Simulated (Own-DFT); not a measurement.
# Shaking the atoms of 6H (3C twinned every three layers) SiC, 48 atoms (C24Si24)

All numbers below are calculated, not measured. The program, named Own-DFT, is a retired in-house plane-wave density functional code that no person has reviewed. Each row is one single-point run on a periodic cell that was not relaxed, without spin or spin-orbit coupling.

Settings of every run: PBE; PseudoDojo norm-conserving scalar-relativistic files; cutoff 42 hartree; 5 x 5 x 2 k mesh centred on Gamma; Fermi-Dirac smearing of 0.1 eV.

Known limits, some of them of some rows only: some atoms lie very close together; forces on such cells passed a denser k mesh, each cell not checked; stress not checked against mesh or cutoff.

Cell vectors in Å: (4.360, -4.360, 0.000); (0.000, 4.360, -4.360); (8.719, 8.719, 8.719). In each run every atom was moved at random and independently from its ideal site; u is the rms move along one axis. E is the free energy for each atom above the fitted value at u = 0, and F the rms of the force components.

| run | u (Å) | E (meV/atom) | F (eV/Å) | largest force (eV/Å) | P (GPa) |
|---|---|---|---|---|---|
| 1 | 0.0279 | 30.0 | 0.776 | 2.47 | 3.61 |
| 2 | 0.0294 | 35.9 | 0.910 | 3.58 | 3.75 |
| 3 | 0.0575 | 132.8 | 1.907 | 8.72 | 6.35 |
| 4 | 0.0605 | 130.5 | 1.736 | 5.56 | 6.09 |
| 5 | 0.0637 | ? | ? | ? | ? |
| 6 | 0.0905 | 310.2 | 2.678 | 10.47 | 9.32 |
| 7 | 0.0922 | 339.7 | 3.069 | 10.70 | 10.66 |
| 8 | 0.1085 | 494.3 | 4.272 | 21.54 | 15.17 |

## Worked fit

For small independent moves the energy grows as E = (3/2) K u², with K the mean stiffness felt by one atom. The runs with u up to 0.11 Å give K = 26.2 ± 0.8 eV/Å², with residuals divided by u² + 0.0006 Å², since the noise grows with the moves. The scatter is 6.3 meV/atom at u = 0.05 Å. The forces follow F = G u with G = 32.0 eV/Å²; no force at u = 0 is resolved. G exceeds K because the moves of its neighbours add to the force on an atom, and stiffness differs between atoms. The pressure follows P = 2.72 + 968 u² GPa: at fixed volume, shortened bonds push harder than stretched ones pull.

## Withheld run

Question: what energy and rms force should run 5 give?

The fit gives 160 ± 11 meV/atom and about 2.04 eV/Å. The calculation gave 168.3 meV/atom and 2.058 eV/Å.
